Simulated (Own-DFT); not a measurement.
Si12O23 (quartz with two neutral oxygen vacancies, atoms displaced) (calculated)

A calculation, not a measurement: plane-wave PBE and HSE06 DFT by an unreviewed code, no spin, of a simulated cell at Gamma alone, so results move with cell size and shape, stress positive in tension, energies less offsets, not probed for a lower state with spin; oxygen file: force components 24 meV/angstrom off all-electron in a glass; k mesh not checked against a denser one; forces and stress are PBE's, HSE06 gives the energy alone, and its difference from PBE has offsets of its own; offsets are fitted by least squares, one for each functional and potential file, so energies compare only between cells with the same atoms and settings and are not formation energies; the far tail of each file's local potential was reset to the Coulomb form; each entry is a single point on an unrelaxed cell, so the pressure reflects the starting lattice, mostly measured values (interpolated for alloys), from which strain is counted, and rises with the displacements; printed positions are rounded, which can move forces by about a meV/angstrom; the program, named Own-DFT, is a retired in-house code; no spin-orbit coupling. Program: Own-DFT development build.

Settings shared by all entries: first functional PBE; second functional HSE06; exact exchange share 0.25; screening 0.11 1/bohr; exchange divergence Gygi-Baldereschi; potential files PseudoDojo norm-conserving, scalar-relativistic, made for PBE, standard set; wave cutoff 48 hartree; occupations fixed; k mesh 1 x 1 x 1 centred on Gamma.

(1) Si12O23 (quartz with two neutral oxygen vacancies, atoms displaced)

```cif
# cell vector a (Å): 9.8268 0.0000 0.0000
# cell vector b (Å): -4.9134 8.5103 0.0000
# cell vector c (Å): 0.0000 0.0000 10.8104
data_Si12O23
_symmetry_space_group_name_H-M 'P 1'
_symmetry_Int_Tables_number 1
_cell_length_a 9.8268
_cell_length_b 9.8268
_cell_length_c 10.8104
_cell_angle_alpha 90.000
_cell_angle_beta 90.000
_cell_angle_gamma 120.000
_cell_volume 904.06
loop_
_atom_site_label
_atom_site_type_symbol
_atom_site_fract_x
_atom_site_fract_y
_atom_site_fract_z
_atom_site_occupancy
Si1 Si 0.22718 0.01210 0.00068 1
Si2 Si 0.98415 0.23567 0.34209 1
Si3 Si 0.25078 0.26320 0.16347 1
O1 O 0.20806 0.14669 0.04588 1
O2 O 0.42374 0.28973 0.22877 1
O3 O 0.36494 0.07297 0.39963 1
O4 O 0.06871 0.36261 0.44099 1
O5 O 0.14174 0.20875 0.28345 1
O6 O 0.28398 0.41558 0.11266 1
Si4 Si 0.24542 0.00268 0.49146 1
Si5 Si 0.00888 0.24459 0.82763 1
Si6 Si 0.26834 0.26932 0.67096 1
O7 O 0.20736 0.12989 0.55362 1
O8 O 0.44109 0.30404 0.71588 1
O9 O 0.35151 0.06457 0.88564 1
O10 O 0.07344 0.36869 0.93084 1
O11 O 0.13432 0.21940 0.77714 1
O12 O 0.29011 0.43023 0.60388 1
Si7 Si 0.23338 0.50265 0.99082 1
Si8 Si 0.98551 0.72564 0.32706 1
Si9 Si 0.26198 0.75860 0.16319 1
O13 O 0.19265 0.60953 0.06588 1
O14 O 0.42039 0.78572 0.23261 1
O15 O 0.08170 0.86828 0.44939 1
O16 O 0.11779 0.69666 0.28424 1
O17 O 0.29218 0.94078 0.10102 1
Si10 Si 0.25175 0.51260 0.49361 1
Si11 Si 0.00150 0.75113 0.83901 1
Si12 Si 0.26239 0.76029 0.66742 1
O18 O 0.20901 0.63865 0.56534 1
O19 O 0.42812 0.80568 0.73349 1
O20 O 0.34750 0.57965 0.86991 1
O21 O 0.06851 0.87333 0.93638 1
O22 O 0.13332 0.70086 0.77014 1
O23 O 0.28961 0.92991 0.62150 1
Si13 Si 0.72814 0.98182 0.00340 1
Si14 Si 0.51630 0.24964 0.33324 1
Si15 Si 0.75641 0.24020 0.16180 1
O24 O 0.70620 0.13915 0.04207 1
O25 O 0.91662 0.29178 0.23424 1
O26 O 0.86342 0.07836 0.38120 1
O27 O 0.58650 0.36818 0.44540 1
O28 O 0.62800 0.21180 0.27381 1
O29 O 0.81678 0.43853 0.10891 1
Si16 Si 0.72692 0.00476 0.48666 1
Si17 Si 0.51003 0.24248 0.82596 1
Si18 Si 0.77025 0.26450 0.66001 1
O30 O 0.71799 0.13149 0.55007 1
O31 O 0.93589 0.29335 0.71971 1
O32 O 0.86431 0.06585 0.88715 1
O33 O 0.57201 0.36099 0.93279 1
O34 O 0.63568 0.21771 0.76359 1
O35 O 0.79804 0.42188 0.60497 1
Si19 Si 0.72669 0.49477 0.98179 1
Si20 Si 0.49856 0.72088 0.32883 1
Si21 Si 0.78140 0.76241 0.17408 1
O36 O 0.70517 0.63516 0.05305 1
O37 O 0.93064 0.80325 0.23196 1
O38 O 0.86770 0.58162 0.39113 1
O39 O 0.57427 0.88926 0.42590 1
O40 O 0.78342 0.90232 0.10433 1
Si22 Si 0.74058 0.50137 0.49126 1
Si23 Si 0.50476 0.72632 0.84786 1
Si24 Si 0.76359 0.76282 0.66246 1
O41 O 0.69543 0.61383 0.56003 1
O42 O 0.95337 0.80776 0.72661 1
O43 O 0.87472 0.58889 0.90199 1
O44 O 0.58049 0.88859 0.94610 1
O45 O 0.62851 0.69311 0.76316 1
O46 O 0.79434 0.92389 0.60322 1
```

- PBE energy of cell above offsets: -4.767 eV
- HSE06 less PBE above offsets: 0.851 eV
- PBE pressure: 11 GPa
- PBE stress xx: -11.44 GPa
- PBE stress yy: -12.82 GPa
- PBE stress zz: -8.74 GPa
- PBE stress yz: -2.85 GPa
- PBE stress xz: 0.66 GPa
- PBE stress xy: -1.85 GPa

Force:
```csv
element,x (eV/Å),y (eV/Å),z (eV/Å)
Si,3.129,-2.974,-4.036
Si,6.446,3.817,-3.967
Si,4.416,-4.677,4.695
O,-2.799,2.523,1.791
O,-1.076,0.307,-0.868
O,7.511,6.314,-8.216
O,1.232,3.945,2.564
O,-3.023,-0.304,0.32
O,-3.081,8.006,-5.289
Si,-4.251,-3.793,10.13
Si,-5.776,-4.493,2.125
Si,0.428,-1.937,-3.832
O,-1.154,3.279,2.918
O,-1.025,0.205,0.576
O,1.356,3.21,-1.009
O,-0.139,1.989,2.698
O,7.159,-0.93,-2.694
O,1.362,-0.813,1.153
Si,1.771,-3.816,0.516
Si,4.643,6.772,4.619
Si,-3.109,1.353,1.492
O,-1.81,4.018,2.015
O,-1.652,0.232,-2.217
O,-2.646,-4.315,-3.706
O,5.304,0.478,-4.575
O,2.112,-4.147,2.97
Si,-2.243,0.428,-0.93
Si,5.34,-5.482,-3.422
Si,0.319,5.117,2.7
O,1.394,-4.233,-4.817
O,3.244,-0.799,1.83
O,-0.81,-4.123,3.419
O,0.039,4.174,5.27
O,-3.471,-0.737,3.687
O,-0.142,0.83,-2.211
Si,8.078,10.13,1.488
Si,-8.015,-2.868,1.803
Si,-2.385,6.712,0.815
O,1.174,-2.515,0.018
O,-0.041,0.066,-1.428
O,-1.873,-6.882,2.477
O,-2.627,-2.833,-1.663
O,6.874,-1.982,-3.612
O,-2.233,-2.308,-1.673
Si,7.175,-3.823,1.035
Si,-4.439,-5.811,-1.233
Si,1.456,-1.167,0.425
O,-3.929,6.05,4.148
O,-2.304,0.228,-1.556
O,0.01,0.756,1.101
O,-1.751,0.333,1.474
O,3.113,-1.134,-0.583
O,-1.021,2.835,-2.483
Si,3.413,2.272,7.745
Si,1.376,0.277,2.594
Si,-9.179,-5.005,-3.962
O,0.15,-0.486,0.862
O,4.236,2.963,0.562
O,-1.129,-4.102,0.58
O,-2.152,-5.018,-2.764
O,-0.823,3.035,-0.085
Si,2.278,0.144,5.64
Si,-0.465,7.292,-6.071
Si,3.71,0.604,-1.013
O,-0.815,3.014,1.601
O,-6.729,0.217,-5.052
O,0.805,-0.13,-2.159
O,-7.618,-10.81,-6.06
O,-1.914,-0.302,3.414
O,-1.404,0.826,-2.087
```

(2) Si12O23 (quartz with two neutral oxygen vacancies, atoms displaced)

```cif
# cell vector a (Å): 9.8268 0.0000 0.0000
# cell vector b (Å): -4.9134 8.5103 0.0000
# cell vector c (Å): 0.0000 0.0000 10.8104
data_Si12O23
_symmetry_space_group_name_H-M 'P 1'
_symmetry_Int_Tables_number 1
_cell_length_a 9.8268
_cell_length_b 9.8268
_cell_length_c 10.8104
_cell_angle_alpha 90.000
_cell_angle_beta 90.000
_cell_angle_gamma 120.000
_cell_volume 904.06
loop_
_atom_site_label
_atom_site_type_symbol
_atom_site_fract_x
_atom_site_fract_y
_atom_site_fract_z
_atom_site_occupancy
Si1 Si 0.21722 0.97955 0.00411 1
Si2 Si 0.97986 0.22582 0.33311 1
Si3 Si 0.26320 0.25848 0.17519 1
O1 O 0.19570 0.12175 0.06351 1
O2 O 0.43946 0.30532 0.23554 1
O3 O 0.36878 0.07205 0.38730 1
O4 O 0.07793 0.35538 0.44171 1
O5 O 0.13227 0.20381 0.26919 1
O6 O 0.29979 0.42748 0.10539 1
Si4 Si 0.21974 0.99267 0.50040 1
Si5 Si 0.98423 0.22124 0.83464 1
Si6 Si 0.25770 0.26219 0.66380 1
O7 O 0.42553 0.29567 0.73818 1
O8 O 0.37108 0.07814 0.88948 1
O9 O 0.07804 0.36893 0.93640 1
O10 O 0.13489 0.20506 0.77176 1
Si7 Si 0.24428 0.51214 0.00643 1
Si8 Si 0.99018 0.73398 0.33734 1
Si9 Si 0.24910 0.75360 0.15702 1
O11 O 0.21593 0.64129 0.04745 1
O12 O 0.44223 0.81384 0.21767 1
O13 O 0.36587 0.58335 0.40391 1
O14 O 0.07335 0.85776 0.44491 1
O15 O 0.14113 0.71883 0.28158 1
O16 O 0.29304 0.91837 0.11027 1
Si10 Si 0.22770 0.49923 0.50276 1
Si11 Si 0.98925 0.74224 0.83116 1
Si12 Si 0.25886 0.76488 0.65846 1
O17 O 0.20949 0.62809 0.57093 1
O18 O 0.44202 0.80079 0.72584 1
O19 O 0.35130 0.56488 0.88935 1
O20 O 0.06304 0.85293 0.93205 1
O21 O 0.13370 0.70558 0.77497 1
O22 O 0.30972 0.91743 0.60341 1
Si13 Si 0.74093 0.00537 0.00215 1
Si14 Si 0.50401 0.23506 0.33311 1
Si15 Si 0.76838 0.27851 0.17624 1
O23 O 0.69433 0.12298 0.05778 1
O24 O 0.92220 0.28908 0.21070 1
O25 O 0.86457 0.06748 0.39226 1
O26 O 0.55343 0.36096 0.43614 1
O27 O 0.63809 0.19454 0.27167 1
O28 O 0.79420 0.42284 0.10256 1
Si16 Si 0.73841 0.00873 0.49193 1
Si17 Si 0.50784 0.22804 0.84571 1
Si18 Si 0.74993 0.25253 0.66713 1
O29 O 0.70397 0.13740 0.55705 1
O30 O 0.92846 0.30038 0.72699 1
O31 O 0.84824 0.07393 0.89698 1
O32 O 0.55900 0.35936 0.95112 1
O33 O 0.63740 0.22222 0.77026 1
O34 O 0.78195 0.41704 0.60645 1
Si19 Si 0.73669 0.50421 0.00072 1
Si20 Si 0.48458 0.72165 0.32829 1
Si21 Si 0.76417 0.75476 0.16862 1
O35 O 0.70707 0.62807 0.05328 1
O36 O 0.92015 0.77036 0.23522 1
O37 O 0.85637 0.57675 0.39605 1
O38 O 0.57080 0.85775 0.44107 1
O39 O 0.62187 0.67871 0.28380 1
O40 O 0.79499 0.91743 0.10668 1
Si22 Si 0.72970 0.49011 0.50374 1
Si23 Si 0.48809 0.73503 0.83066 1
Si24 Si 0.76700 0.78138 0.66204 1
O41 O 0.70432 0.64002 0.55575 1
O42 O 0.92025 0.77780 0.72997 1
O43 O 0.87231 0.57356 0.90216 1
O44 O 0.58550 0.86438 0.94474 1
O45 O 0.63620 0.70849 0.75727 1
O46 O 0.79069 0.92688 0.60171 1
```

* PBE pressure: —
* PBE stress yy: —

Q: Give the missing PBE pressure for Si12O23 (quartz with two neutral oxygen vacancies, atoms displaced) (entry 2).
A: 10.95 GPa

Q: Estimate the PBE stress yy of Si12O23 (quartz with two neutral oxygen vacancies, atoms displaced) (entry 2).
A: -13.16 GPa

Further results for Si12O23 (quartz with two neutral oxygen vacancies, atoms displaced) (entry 2):

- PBE energy of cell above offsets: -7.560 eV
- HSE06 less PBE above offsets: 0.596 eV
- PBE stress xx: -5.85 GPa
- PBE stress zz: -13.83 GPa
- PBE stress yz: 3.67 GPa
- PBE stress xz: 1.72 GPa
- PBE stress xy: 0.79 GPa

Force:
```csv
element,x (eV/Å),y (eV/Å),z (eV/Å)
Si,2.223,4.209,-1.431
Si,4.678,4.094,-3.251
Si,3.312,2.428,-4.089
O,0.669,-0.438,0.31
O,-3.149,-0.142,-3.566
O,-1.491,-1.968,1.334
O,-2.272,-1.143,-1.393
O,-4.922,-1.214,3.921
O,0.263,-0.651,1.379
Si,4.809,6.372,2.951
Si,3.045,5.737,-0.701
Si,3.437,1.229,-1.928
O,-0.775,-0.292,-1.158
O,-3.36,-7.24,4.091
O,-0.104,-0.761,0.62
O,-3.518,-1.679,2.252
Si,1.391,-8.133,-3.109
Si,7.004,-2.661,5.101
Si,3.442,1.573,6.065
O,-3.452,1.803,0.785
O,-1.449,-2.989,0.279
O,-1.541,-3.647,0.803
O,-2.678,-2.481,-0.828
O,-0.233,-1.213,-0.735
O,-2.512,2.959,-2.592
Si,3.302,-2.779,1.602
Si,7.974,-9.845,0.667
Si,2.692,-3.001,8.825
O,-1.068,-2.609,-2.343
O,-5.609,1.352,-4.705
O,2.465,2.749,-2.36
O,0.924,6.549,7.157
O,-1.119,0.791,-0.294
O,-3.475,7.67,-4.896
Si,-3.707,-4.413,5.977
Si,1.014,-2.824,0.013
Si,-1.673,-4.211,-6.067
O,-0.843,3.187,2.548
O,5.748,0.178,3.827
O,1.394,-0.486,-1.966
O,2.662,3.351,3.432
O,-3.275,-0.21,3.639
O,-0.656,2.329,-0.023
Si,-4.131,-5.276,3.358
Si,-4.171,4.818,-1.924
Si,4.73,4.221,-0.716
O,0.624,-2.192,-2.35
O,-1.375,-1.556,-0.692
O,4.408,1.484,-5.426
O,2.05,1.875,1.01
O,-0.082,-2.079,2.665
O,1.311,-0.333,0.894
Si,0.806,-5.453,-2.331
Si,2.841,5.711,-1.738
Si,-2.818,-0.973,0.701
O,-2.926,4.317,3.282
O,-6.048,3.007,-7.778
O,1.014,-1.782,-0.045
O,0.631,1.463,-0.337
O,0.722,1.392,-2.273
O,0.63,0.42,0.59
Si,-5.298,2.367,-0.894
Si,6.196,-1.587,4.125
Si,3.816,-6.657,-0.188
O,1.648,-1.127,-0.492
O,-7.241,3.407,-8.485
O,0.512,0.598,-1.593
O,-1.683,-2.908,-1.759
O,-4.422,-1.069,4.839
O,-1.31,6.378,-2.588
```
